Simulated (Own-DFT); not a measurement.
Simulation results for GaP (zincblende, atoms displaced)

A calculation, not a measurement: plane-wave PBE density functional theory by an unreviewed code, no spin, of a simulated periodic cell, stress positive in tension, free energy of the whole cell less one offset for each atom, forces on such cells passed a denser k mesh, this cell's mesh not checked; offsets are fitted by least squares, one for each functional and potential file, so energies compare only between cells with the same atoms and settings and are not formation energies; the far tail of each file's local potential was reset to the Coulomb form; each entry is a single point on an unrelaxed cell, so the pressure reflects the starting lattice, mostly measured values (interpolated for alloys), from which strain is counted, and rises with the displacements; printed positions are rounded, which can move forces by about a meV/angstrom; the program, named Own-DFT, is a retired in-house code; no spin-orbit coupling; before rounding, a Quantum ESPRESSO 7.3.1 run of the same cell and cutoff gave forces within 1 meV/angstrom rms on each cell, which checks the program and not the settings. Program: Own-DFT development build.

Common to all runs: functional PBE; potential files PseudoDojo norm-conserving, scalar-relativistic, standard set; wave cutoff 42 hartree; occupations Fermi-Dirac; smearing width 0.1 eV; k mesh 2 x 3 x 3 centred on Gamma.

(1) GaP (zincblende, atoms displaced)

```cif
# cell vector a (Å): 16.3515 0.0000 0.0000
# cell vector b (Å): 0.0000 10.9010 0.0000
# cell vector c (Å): 0.0000 0.0000 10.9010
data_GaP
_symmetry_space_group_name_H-M 'P 1'
_symmetry_Int_Tables_number 1
_cell_length_a 16.3515
_cell_length_b 10.9010
_cell_length_c 10.9010
_cell_angle_alpha 90.000
_cell_angle_beta 90.000
_cell_angle_gamma 90.000
_cell_volume 1943.08
loop_
_atom_site_label
_atom_site_type_symbol
_atom_site_fract_x
_atom_site_fract_y
_atom_site_fract_z
_atom_site_occupancy
Ga1 Ga 0.00909 0.99762 0.98874 1
Ga2 Ga 0.00291 0.24022 0.23603 1
Ga3 Ga 0.17146 0.99229 0.26090 1
Ga4 Ga 0.17175 0.25466 0.00361 1
P1 P 0.08489 0.13571 0.11463 1
P2 P 0.08196 0.37048 0.37505 1
P3 P 0.25389 0.13703 0.35748 1
P4 P 0.25544 0.37333 0.11174 1
Ga5 Ga 0.99754 0.00425 0.50613 1
Ga6 Ga 0.98620 0.26218 0.74446 1
Ga7 Ga 0.16057 0.01427 0.75630 1
Ga8 Ga 0.16053 0.25167 0.50361 1
P5 P 0.08119 0.12625 0.63103 1
P6 P 0.08236 0.37484 0.87919 1
P7 P 0.24126 0.12894 0.86492 1
P8 P 0.24341 0.37187 0.61931 1
Ga9 Ga 0.99388 0.50806 0.99621 1
Ga10 Ga 0.99291 0.76631 0.26804 1
Ga11 Ga 0.15747 0.49804 0.24370 1
Ga12 Ga 0.16833 0.73868 0.99213 1
P9 P 0.08274 0.63239 0.11258 1
P10 P 0.08677 0.86153 0.37026 1
P11 P 0.25200 0.62109 0.36143 1
P12 P 0.25508 0.88708 0.11793 1
Ga13 Ga 0.00126 0.49546 0.49353 1
Ga14 Ga 0.99713 0.74545 0.73747 1
Ga15 Ga 0.17509 0.49126 0.74044 1
Ga16 Ga 0.16646 0.75588 0.50383 1
P13 P 0.08550 0.61999 0.62969 1
P14 P 0.08761 0.87599 0.87338 1
P15 P 0.25828 0.62542 0.89193 1
P16 P 0.26130 0.87808 0.62624 1
Ga17 Ga 0.33723 0.99051 0.00871 1
Ga18 Ga 0.33067 0.24092 0.25599 1
Ga19 Ga 0.49931 0.98879 0.25522 1
Ga20 Ga 0.50422 0.25560 0.99779 1
P17 P 0.42470 0.11582 0.13101 1
P18 P 0.41139 0.37411 0.37481 1
P19 P 0.57556 0.10383 0.37771 1
P20 P 0.58022 0.37485 0.11586 1
Ga21 Ga 0.32925 0.01588 0.50086 1
Ga22 Ga 0.33179 0.25355 0.74001 1
Ga23 Ga 0.49921 0.00672 0.76359 1
Ga24 Ga 0.49768 0.26397 0.49634 1
P21 P 0.41971 0.12046 0.62680 1
P22 P 0.40933 0.36957 0.87131 1
P23 P 0.58751 0.12521 0.88417 1
P24 P 0.57943 0.37722 0.64112 1
Ga25 Ga 0.32385 0.50072 0.01737 1
Ga26 Ga 0.32262 0.75385 0.25100 1
Ga27 Ga 0.49179 0.48175 0.23944 1
Ga28 Ga 0.49778 0.75235 0.01271 1
P25 P 0.40832 0.61389 0.11930 1
P26 P 0.41211 0.88613 0.38080 1
P27 P 0.58946 0.61598 0.37911 1
P28 P 0.59157 0.86357 0.11630 1
Ga29 Ga 0.33080 0.49718 0.51511 1
Ga30 Ga 0.33584 0.74988 0.75793 1
Ga31 Ga 0.49743 0.50103 0.75626 1
Ga32 Ga 0.49923 0.75026 0.50427 1
P29 P 0.42021 0.63688 0.62305 1
P30 P 0.42042 0.85593 0.87660 1
P31 P 0.59169 0.61815 0.89032 1
P32 P 0.58622 0.87856 0.60932 1
Ga33 Ga 0.66146 0.01471 0.00088 1
Ga34 Ga 0.66829 0.27337 0.25494 1
Ga35 Ga 0.82947 0.99634 0.26067 1
Ga36 Ga 0.82886 0.24728 0.00305 1
P33 P 0.75367 0.12366 0.14639 1
P34 P 0.75227 0.36806 0.36857 1
P35 P 0.91502 0.13416 0.37451 1
P36 P 0.91041 0.36837 0.14339 1
Ga37 Ga 0.65811 0.99904 0.49158 1
Ga38 Ga 0.66374 0.24687 0.74061 1
Ga39 Ga 0.83543 0.99579 0.74541 1
Ga40 Ga 0.82854 0.25244 0.50765 1
P37 P 0.75099 0.13316 0.61570 1
P38 P 0.73732 0.37256 0.86205 1
P39 P 0.92847 0.11936 0.86920 1
P40 P 0.90787 0.37142 0.62496 1
Ga41 Ga 0.66676 0.51234 0.00266 1
Ga42 Ga 0.66504 0.73899 0.24152 1
Ga43 Ga 0.83132 0.49065 0.24997 1
Ga44 Ga 0.82646 0.75010 0.99182 1
P41 P 0.75153 0.61643 0.12236 1
P42 P 0.75503 0.86632 0.38507 1
P43 P 0.90910 0.61854 0.37228 1
P44 P 0.91961 0.87972 0.12542 1
Ga45 Ga 0.65732 0.49821 0.49240 1
Ga46 Ga 0.66265 0.75257 0.74190 1
Ga47 Ga 0.83453 0.50441 0.73129 1
Ga48 Ga 0.83276 0.75910 0.49069 1
P45 P 0.74796 0.60711 0.64132 1
P46 P 0.75035 0.88251 0.87176 1
P47 P 0.92032 0.62217 0.87909 1
P48 P 0.91685 0.88353 0.61802 1
```

- free energy of cell above offsets: -38.804 eV
- pressure: 4.93 GPa
- stress xx: -5.26 GPa
- stress yy: -4.94 GPa
- stress zz: -4.59 GPa
- stress yz: 1.68 GPa
- stress xz: -1.06 GPa
- stress xy: -0.14 GPa

Force:
```csv
element,x (eV/Å),y (eV/Å),z (eV/Å)
Ga,-0.5,0.195,1.384
Ga,-0.665,0.686,1.539
Ga,-0.516,0.767,-1.483
Ga,-0.661,-0.225,-1.328
P,0.888,-2.114,0.562
P,-0.278,-0.201,-0.859
P,-3.641,-2.689,4.204
P,-1.949,-1.943,3.713
Ga,0.876,0.633,-1.514
Ga,2.34,-0.792,1.207
Ga,0.424,-1.957,-0.95
Ga,0.154,-0.931,-0.912
P,-0.75,0.815,-0.823
P,-0.23,0.396,-0.828
P,2.489,0.568,1.579
P,1.561,-0.678,-0.378
Ga,1.315,-1.947,1.613
Ga,-0.775,-1.997,-2.083
Ga,0.886,0.23,-0.428
Ga,-0.096,1.916,0.465
P,-1.062,-0.409,1.751
P,0.272,2.256,1.651
P,-1.309,-0.772,1.955
P,-2.551,-2.254,1.306
Ga,-0.599,0.428,0.615
Ga,0.229,0.601,1.073
Ga,-1.55,1.411,2.689
Ga,1.177,-1.084,0.294
P,0.088,0.018,-0.931
P,-0.016,-1.448,-0.93
P,-0.674,-0.419,-3.011
P,-2.033,0.253,0.275
Ga,1.454,1.912,-2.264
Ga,3.198,2.637,-3.477
Ga,0.341,-0.889,-1.137
Ga,-1.587,-1.05,-0.496
P,-0.62,1.096,-0.839
P,-0.438,0.084,0.306
P,0.296,3.744,-0.653
P,1.269,0.722,0.959
Ga,0.439,-0.239,-0.261
Ga,-0.139,-1.093,0.325
Ga,0.228,-1.118,-0.487
Ga,0.581,-1.449,0.789
P,-0.235,1.231,-0.106
P,0.454,0.887,0.888
P,-1.419,1.286,-2.059
P,-0.183,-0.049,-2.251
Ga,2.196,0.166,-2.79
Ga,1.763,0.589,-0.469
Ga,0.365,1.383,0.507
Ga,0.389,-1.833,-0.464
P,1.711,1.923,1.877
P,-0.212,-1.777,-0.225
P,-3.024,1.803,-2.233
P,-0.918,1.362,0.988
Ga,0.478,1.094,-1.506
Ga,-0.473,-0.605,-0.667
Ga,-0.17,0.65,0.762
Ga,0.489,0.692,-1.775
P,-0.954,-1.862,1.216
P,0.295,2.407,0.381
P,-3.246,2.697,-2.74
P,-1.189,-0.669,2.596
Ga,2.566,-1.643,1.776
Ga,-1.929,-3.062,-1.479
Ga,1.333,-0.314,0.03
Ga,0.115,-0.084,-0.614
P,-1.68,0.676,-1.709
P,0.088,1.825,2.635
P,0.359,-0.777,0.386
P,1.252,0.111,-2.692
Ga,2.874,0.17,0.282
Ga,0.145,-0.722,0.382
Ga,-0.148,1.223,0.391
Ga,0.807,0.052,-1.887
P,-1.436,-2.303,1.091
P,2.03,0.555,1.562
P,-2.212,0.33,0.305
P,1.086,1.238,-1.502
Ga,1.242,-3.02,0.559
Ga,0.973,0.04,1.106
Ga,-0.448,1.144,0.088
Ga,1.092,0.049,0.571
P,0.805,0.68,0.597
P,-3.285,1.727,-2.522
P,1.003,0.595,0.552
P,-0.743,0.176,-0.372
Ga,2.476,-2.005,2.413
Ga,0.462,-0.32,0.83
Ga,1.416,-1.394,3.757
Ga,1.458,-2.783,2.747
P,-2.368,3.29,-3.526
P,-0.957,-0.043,-0.088
P,-2.122,1.296,-2.092
P,-0.242,-1.748,0.312
```

(2) GaP (zincblende, atoms displaced)

```cif
# cell vector a (Å): 16.3515 0.0000 0.0000
# cell vector b (Å): 0.0000 10.9010 0.0000
# cell vector c (Å): 0.0000 0.0000 10.9010
data_GaP
_symmetry_space_group_name_H-M 'P 1'
_symmetry_Int_Tables_number 1
_cell_length_a 16.3515
_cell_length_b 10.9010
_cell_length_c 10.9010
_cell_angle_alpha 90.000
_cell_angle_beta 90.000
_cell_angle_gamma 90.000
_cell_volume 1943.08
loop_
_atom_site_label
_atom_site_type_symbol
_atom_site_fract_x
_atom_site_fract_y
_atom_site_fract_z
_atom_site_occupancy
Ga1 Ga 0.99078 0.98761 0.99918 1
Ga2 Ga 0.99893 0.24988 0.24775 1
Ga3 Ga 0.15942 0.00216 0.25780 1
Ga4 Ga 0.16173 0.24042 0.00247 1
P1 P 0.08199 0.12295 0.13288 1
P2 P 0.09235 0.37846 0.37543 1
P3 P 0.24178 0.11742 0.37733 1
P4 P 0.24732 0.36986 0.12156 1
Ga5 Ga 0.99950 0.99461 0.50352 1
Ga6 Ga 0.99798 0.25426 0.76530 1
Ga7 Ga 0.16438 0.00430 0.75870 1
Ga8 Ga 0.16164 0.25644 0.50322 1
P5 P 0.08103 0.12910 0.63148 1
P6 P 0.08105 0.37732 0.85001 1
P7 P 0.25164 0.12819 0.88897 1
P8 P 0.25493 0.38241 0.62789 1
Ga9 Ga 0.00257 0.49682 0.99934 1
Ga10 Ga 0.99198 0.75792 0.24010 1
Ga11 Ga 0.16391 0.49062 0.25060 1
Ga12 Ga 0.17265 0.75235 0.99838 1
P9 P 0.08578 0.63844 0.09950 1
P10 P 0.08002 0.89330 0.37456 1
P11 P 0.25278 0.64380 0.36740 1
P12 P 0.24961 0.86450 0.12679 1
Ga13 Ga 0.00558 0.50029 0.49340 1
Ga14 Ga 0.98881 0.75939 0.75949 1
Ga15 Ga 0.17112 0.49706 0.74383 1
Ga16 Ga 0.16350 0.72914 0.50863 1
P13 P 0.08303 0.63336 0.63616 1
P14 P 0.08558 0.89220 0.88281 1
P15 P 0.24882 0.62992 0.86760 1
P16 P 0.24830 0.86758 0.64586 1
Ga17 Ga 0.32899 0.98648 0.98662 1
Ga18 Ga 0.32675 0.24906 0.25547 1
Ga19 Ga 0.49588 0.01774 0.24182 1
Ga20 Ga 0.49570 0.24545 0.00406 1
P17 P 0.40953 0.11139 0.11754 1
P18 P 0.40218 0.38113 0.36618 1
P19 P 0.58158 0.12524 0.37298 1
P20 P 0.58337 0.36837 0.13175 1
Ga21 Ga 0.33629 0.99214 0.47774 1
Ga22 Ga 0.33330 0.24882 0.77419 1
Ga23 Ga 0.51357 0.01305 0.75392 1
Ga24 Ga 0.50177 0.25935 0.49881 1
P21 P 0.41827 0.13338 0.61731 1
P22 P 0.41029 0.37300 0.86984 1
P23 P 0.58476 0.12240 0.87829 1
P24 P 0.57241 0.36293 0.63552 1
Ga25 Ga 0.34472 0.50852 0.99946 1
Ga26 Ga 0.34326 0.75497 0.26183 1
Ga27 Ga 0.49092 0.50923 0.25113 1
Ga28 Ga 0.50061 0.76306 0.99874 1
P25 P 0.40568 0.61155 0.11552 1
P26 P 0.41793 0.88872 0.38496 1
P27 P 0.59087 0.63568 0.36842 1
P28 P 0.58164 0.86756 0.12037 1
Ga29 Ga 0.34334 0.50515 0.50826 1
Ga30 Ga 0.32962 0.73642 0.75588 1
Ga31 Ga 0.50457 0.48953 0.75819 1
Ga32 Ga 0.49826 0.75330 0.50055 1
P29 P 0.42103 0.62900 0.62477 1
P30 P 0.40914 0.88310 0.88576 1
P31 P 0.58625 0.62605 0.88729 1
P32 P 0.58171 0.87965 0.62191 1
Ga33 Ga 0.67275 0.00497 0.01739 1
Ga34 Ga 0.65832 0.24123 0.25816 1
Ga35 Ga 0.83224 0.99203 0.25827 1
Ga36 Ga 0.83546 0.26456 0.99084 1
P33 P 0.74462 0.12774 0.12225 1
P34 P 0.75062 0.37416 0.38664 1
P35 P 0.92105 0.12581 0.36792 1
P36 P 0.92652 0.36692 0.12650 1
Ga37 Ga 0.65837 0.00094 0.49617 1
Ga38 Ga 0.67591 0.24242 0.76646 1
Ga39 Ga 0.83848 0.99509 0.73186 1
Ga40 Ga 0.82899 0.27270 0.49224 1
P37 P 0.74115 0.10884 0.61607 1
P38 P 0.75008 0.36314 0.87668 1
P39 P 0.92933 0.12367 0.86901 1
P40 P 0.91519 0.36529 0.63191 1
Ga41 Ga 0.65292 0.51157 0.99252 1
Ga42 Ga 0.66942 0.75448 0.24958 1
Ga43 Ga 0.83655 0.50447 0.25642 1
Ga44 Ga 0.82583 0.74345 0.01374 1
P41 P 0.74016 0.60662 0.12984 1
P42 P 0.74950 0.89113 0.36740 1
P43 P 0.91453 0.61079 0.40871 1
P44 P 0.92048 0.86210 0.12707 1
Ga45 Ga 0.66912 0.47908 0.51122 1
Ga46 Ga 0.67244 0.75910 0.74437 1
Ga47 Ga 0.82269 0.51487 0.75888 1
Ga48 Ga 0.84636 0.74900 0.49968 1
P45 P 0.73765 0.61559 0.61793 1
P46 P 0.75427 0.90096 0.86693 1
P47 P 0.91204 0.63430 0.86421 1
P48 P 0.91896 0.88187 0.64496 1
```

* free energy of cell above offsets: -34.087 eV
* pressure: 5.64 GPa
* stress xx: -5.92 GPa
* stress yy: -5.62 GPa
* stress zz: -5.39 GPa
* stress yz: 0.07 GPa
* stress xz: -0.24 GPa
* stress xy: -0.25 GPa

Force:
```csv
element,x (eV/Å),y (eV/Å),z (eV/Å)
Ga,1.151,1.227,0.74
Ga,1.611,-0.593,1.067
Ga,1.389,-0.179,-1.679
Ga,-0.393,1.175,-0.103
P,-0.828,-0.297,-1.163
P,-2.42,-0.543,0.017
P,0.87,1.062,0.425
P,0.239,0.568,-0.369
Ga,-0.255,1.467,0.531
Ga,0.076,-0.521,-2.904
Ga,0.897,0.722,-0.923
Ga,1.267,-0.908,1.092
P,-0.033,0.002,-0.261
P,1.54,0.926,3.275
P,-0.833,-0.646,-0.918
P,0.227,-1.248,-0.399
Ga,0.15,0.478,-1.229
Ga,3.495,-2.629,3.191
Ga,1.558,2.315,-1.709
Ga,0.107,0.855,-1.277
P,-1.37,-1.803,2.779
P,-0.508,-3.6,0.648
P,-0.801,-2.343,1.129
P,0.467,1.374,0.953
Ga,1.475,-1.564,2.704
Ga,3.25,-0.121,0.434
Ga,-0.289,0.898,0.082
Ga,1.084,2.616,-0.871
P,-1.645,-1.227,0.288
P,-0.521,-2.141,0.037
P,-0.575,-2.15,1.876
P,-0.041,0.656,-2.065
Ga,-2.288,1.526,3.181
Ga,-0.601,-1.152,-1.024
Ga,0.728,-1.629,0.458
Ga,0.118,0.129,-0.127
P,-0.745,1.636,0.04
P,2.307,-0.149,0.904
P,-1.297,-0.17,0.824
P,-1.014,0.992,-0.468
Ga,-3.552,2.751,4.41
Ga,-1.017,-1.141,-3.226
Ga,-2.652,-1.045,-1.47
Ga,-1.675,-0.59,-1.275
P,-0.59,-0.862,0.853
P,2.321,1.36,1.943
P,0.983,1.146,2.026
P,3.037,0.306,0.044
Ga,-4.842,-3.643,-3.679
Ga,-0.332,0.354,-1.499
Ga,1.111,-0.539,-0.144
Ga,-1.554,-1.42,-0.334
P,4.203,5.131,4.142
P,3.436,-2.698,-3.18
P,-1.687,-1.543,1.46
P,0.932,1.645,1.463
Ga,-1.747,0.285,-0.669
Ga,1.801,1.832,-0.976
Ga,-0.83,1.536,0.148
Ga,0.868,-0.068,-0.303
P,0.559,-0.237,1.264
P,3.417,-2.553,-3.622
P,-2.72,3.087,-3.84
P,-0.15,-0.798,0.515
Ga,-1.919,-1.53,-2.225
Ga,1.911,1.155,-0.858
Ga,1.822,2.186,-2.345
Ga,1.337,-2.366,1.346
P,2.599,1.597,1.817
P,-2.167,1.188,-3.889
P,-1.294,0.028,1.29
P,-1.951,1.901,-0.588
Ga,0.136,-0.607,-0.395
Ga,-1.583,-1.485,-2.212
Ga,-2.347,3.631,2.063
Ga,2.631,-3.97,2.434
P,1.717,2.18,0.734
P,-0.468,3.612,0.157
P,-3.269,-0.932,1.29
P,-0.182,1.506,-0.189
Ga,2.725,-4.375,2.957
Ga,0.289,0.357,-0.568
Ga,-0.027,-0.739,-0.022
Ga,-0.081,0.296,-1.224
P,1.205,1.092,0.068
P,-0.961,-2.744,2.132
P,0.107,0.605,-4.376
P,-3.976,2.339,-1.684
Ga,-2.381,0.431,-0.301
Ga,-0.329,0.091,0.464
Ga,0.342,-1.347,-1.201
Ga,-2.71,2.014,1.643
P,1.837,1.88,0.859
P,-0.557,-2.114,1.451
P,-0.677,-1.356,2.629
P,1.354,-1.831,-4.496
```

(3) GaP (zincblende, atoms displaced)

```cif
# cell vector a (Å): 16.3515 0.0000 0.0000
# cell vector b (Å): 0.0000 10.9010 0.0000
# cell vector c (Å): 0.0000 0.0000 10.9010
data_GaP
_symmetry_space_group_name_H-M 'P 1'
_symmetry_Int_Tables_number 1
_cell_length_a 16.3515
_cell_length_b 10.9010
_cell_length_c 10.9010
_cell_angle_alpha 90.000
_cell_angle_beta 90.000
_cell_angle_gamma 90.000
_cell_volume 1943.08
loop_
_atom_site_label
_atom_site_type_symbol
_atom_site_fract_x
_atom_site_fract_y
_atom_site_fract_z
_atom_site_occupancy
Ga1 Ga 0.99829 0.00678 0.99410 1
Ga2 Ga 0.00130 0.25496 0.24674 1
Ga3 Ga 0.17209 0.01348 0.25903 1
Ga4 Ga 0.17442 0.25420 0.98964 1
P1 P 0.08073 0.11973 0.11582 1
P2 P 0.08284 0.36731 0.35777 1
P3 P 0.24776 0.12383 0.36275 1
P4 P 0.24656 0.37754 0.12149 1
Ga5 Ga 0.00393 0.97994 0.48927 1
Ga6 Ga 0.99252 0.25185 0.73162 1
Ga7 Ga 0.17057 0.00524 0.74514 1
Ga8 Ga 0.17245 0.24461 0.50864 1
P5 P 0.08484 0.12501 0.62225 1
P6 P 0.07947 0.36398 0.87364 1
P7 P 0.25349 0.14024 0.87603 1
P8 P 0.25051 0.38888 0.62210 1
Ga9 Ga 0.99752 0.49953 0.99244 1
Ga10 Ga 0.99248 0.75215 0.26853 1
Ga11 Ga 0.16728 0.50016 0.25516 1
Ga12 Ga 0.16432 0.74549 0.98422 1
P9 P 0.08996 0.62609 0.10732 1
P10 P 0.08868 0.87413 0.37816 1
P11 P 0.25119 0.62377 0.37226 1
P12 P 0.24513 0.86173 0.11878 1
Ga13 Ga 0.99936 0.50912 0.50750 1
Ga14 Ga 0.00756 0.74650 0.74326 1
Ga15 Ga 0.16852 0.49892 0.74685 1
Ga16 Ga 0.17645 0.74295 0.50056 1
P13 P 0.08948 0.62562 0.63436 1
P14 P 0.08950 0.87962 0.88026 1
P15 P 0.24526 0.60208 0.87026 1
P16 P 0.24153 0.86002 0.60935 1
Ga17 Ga 0.34202 0.98645 0.98986 1
Ga18 Ga 0.32694 0.24485 0.25978 1
Ga19 Ga 0.49068 0.99989 0.25404 1
Ga20 Ga 0.50758 0.23962 0.00450 1
P17 P 0.41673 0.13247 0.12299 1
P18 P 0.42794 0.38929 0.38329 1
P19 P 0.59116 0.12873 0.37320 1
P20 P 0.59050 0.37457 0.12079 1
Ga21 Ga 0.34574 0.99562 0.48339 1
Ga22 Ga 0.32503 0.25270 0.74109 1
Ga23 Ga 0.49419 0.00015 0.73602 1
Ga24 Ga 0.50305 0.23672 0.49661 1
P21 P 0.41628 0.11863 0.62039 1
P22 P 0.42114 0.38464 0.89333 1
P23 P 0.56833 0.12222 0.87951 1
P24 P 0.59026 0.36498 0.62422 1
Ga25 Ga 0.32529 0.50839 0.00619 1
Ga26 Ga 0.33399 0.74099 0.24852 1
Ga27 Ga 0.49357 0.48996 0.23530 1
Ga28 Ga 0.50224 0.75300 0.00127 1
P25 P 0.40588 0.64044 0.11871 1
P26 P 0.40546 0.88478 0.37708 1
P27 P 0.58815 0.61383 0.37486 1
P28 P 0.58839 0.87744 0.12385 1
Ga29 Ga 0.33605 0.50196 0.49956 1
Ga30 Ga 0.33795 0.75040 0.74876 1
Ga31 Ga 0.49600 0.51672 0.74012 1
Ga32 Ga 0.51046 0.75393 0.50017 1
P29 P 0.41023 0.63957 0.61859 1
P30 P 0.42128 0.88367 0.86318 1
P31 P 0.58792 0.63451 0.86893 1
P32 P 0.58226 0.87310 0.62557 1
Ga33 Ga 0.66837 0.02007 0.00280 1
Ga34 Ga 0.66447 0.24130 0.24915 1
Ga35 Ga 0.83086 0.00409 0.25514 1
Ga36 Ga 0.83348 0.25832 0.00611 1
P33 P 0.75490 0.12952 0.12686 1
P34 P 0.75382 0.37266 0.36373 1
P35 P 0.91661 0.12482 0.38319 1
P36 P 0.91457 0.37161 0.12451 1
Ga37 Ga 0.65891 0.01693 0.50111 1
Ga38 Ga 0.66569 0.24858 0.74433 1
Ga39 Ga 0.82717 0.01135 0.74348 1
Ga40 Ga 0.84651 0.25457 0.50713 1
P37 P 0.73941 0.12138 0.62195 1
P38 P 0.75639 0.37186 0.85799 1
P39 P 0.92578 0.12626 0.86561 1
P40 P 0.91767 0.37243 0.61237 1
Ga41 Ga 0.67260 0.50329 0.01238 1
Ga42 Ga 0.65684 0.74506 0.24838 1
Ga43 Ga 0.82797 0.48632 0.23725 1
Ga44 Ga 0.82789 0.76395 0.00158 1
P41 P 0.74914 0.60959 0.12132 1
P42 P 0.74559 0.86876 0.35530 1
P43 P 0.91673 0.62735 0.37671 1
P44 P 0.91711 0.86533 0.12014 1
Ga45 Ga 0.66418 0.50200 0.49539 1
Ga46 Ga 0.66976 0.74630 0.75007 1
Ga47 Ga 0.83565 0.50394 0.76631 1
Ga48 Ga 0.82817 0.74382 0.49315 1
P45 P 0.74689 0.62860 0.62802 1
P46 P 0.75363 0.86827 0.87026 1
P47 P 0.90744 0.61534 0.87294 1
P48 P 0.92282 0.87024 0.61661 1
```

- free energy of cell above offsets: -38.129 eV
- pressure: 5.14 GPa
- stress xx: -4.88 GPa
- stress yy: -5.18 GPa
- stress zz: -5.35 GPa
- stress yz: -0.91 GPa
- stress xz: -0.24 GPa
- stress xy: -0.7 GPa

Force:
```csv
element,x (eV/Å),y (eV/Å),z (eV/Å)
Ga,0.17,-1.577,0.301
Ga,-0.899,-1.729,-0.831
Ga,-2.793,-3.036,-3.253
Ga,-2.025,0.209,1.231
P,1.123,1.07,1.034
P,0.891,1.325,2.908
P,1.739,0.951,4.046
P,0.604,-0.285,1.28
Ga,-0.528,2.089,1.065
Ga,1.815,-0.349,0.951
Ga,-0.03,-0.327,0.286
Ga,-0.613,0.636,-1.084
P,-0.517,-0.516,-0.356
P,0.067,0.72,-1.025
P,0.78,-2.857,-0.793
P,0.199,-1.335,-0.744
Ga,0.425,-0.149,0.453
Ga,1.87,0.52,-2.139
Ga,-0.52,0.132,-1.416
Ga,1.094,-0.331,0.181
P,-1.712,-0.67,2.123
P,1.12,-1.03,-1.308
P,0.341,-0.734,0.09
P,0.932,1.238,0.339
Ga,0.957,-0.447,-1.05
Ga,-1.193,0.945,1.423
Ga,-1.793,-1.538,0.381
Ga,-3.083,-1.849,-1.942
P,-0.043,-0.527,-1.763
P,-1.092,0.397,-1.553
P,1.33,3.18,0.227
P,3.674,3.853,3.263
Ga,-1.715,1.38,1.534
Ga,1.741,2.123,-1.685
Ga,1.208,0.284,-0.695
Ga,-1.562,2.589,0.976
P,-0.605,-0.812,0.593
P,-1.533,-2.117,0.065
P,-2.806,-0.68,-0.86
P,-0.954,-0.665,0.368
Ga,-5.116,3.823,4.4
Ga,1.776,0.868,0.541
Ga,1.344,-0.164,0.488
Ga,0.184,1.29,0.41
P,-1.127,1.447,-0.567
P,-0.285,-0.224,-1.5
P,2.8,-1.108,-2.251
P,-1.99,1.587,-0.794
Ga,0.934,-1.155,-0.165
Ga,-1.463,2.083,0.895
Ga,0.82,1.403,-0.556
Ga,0.197,0.383,-0.565
P,2.512,-1.747,-0.65
P,4.688,-5.559,-4.045
P,-2.333,1.033,-1.129
P,-1.24,0.584,0.037
Ga,0.005,0.454,-0.346
Ga,-1.959,0.357,0.691
Ga,0.482,-1.249,0.851
Ga,-1.479,-0.716,-1.02
P,1.63,-0.771,-0.814
P,-0.048,-1.949,0.348
P,-0.945,-1.366,1.181
P,1.063,1.1,0.31
Ga,-0.126,-1.446,-0.852
Ga,1.337,1.599,-0.622
Ga,0.869,-0.64,-0.435
Ga,0.101,-0.777,-1.77
P,-0.373,0.102,-0.203
P,-0.741,-0.767,1.93
P,0.844,-0.689,-0.969
P,1.328,0.641,-0.179
Ga,0.737,-3.24,-0.259
Ga,-0.08,-0.507,1.658
Ga,1.329,-1.159,0.401
Ga,-3.484,-1.702,-2.052
P,2.208,1.18,0.173
P,-1.617,-0.938,2.142
P,-2.361,0.306,0.139
P,0.539,3.068,2.353
Ga,-1.555,-1.555,-3.613
Ga,1.107,-0.545,-0.477
Ga,1.175,1.061,0.788
Ga,0.36,-2.221,0.354
P,1.385,3.699,1.435
P,-0.058,0.592,1.927
P,-1.218,-1.848,0.093
P,0.335,1.651,0.878
Ga,1.725,-1.455,1.01
Ga,-0.108,1.176,-0.146
Ga,-1.412,-1.353,-3.944
Ga,0.046,1.009,0.265
P,0.806,-1.256,-0.699
P,-1.146,2.212,-0.354
P,3.045,3.427,1.94
P,-1.51,-0.106,0.719
```
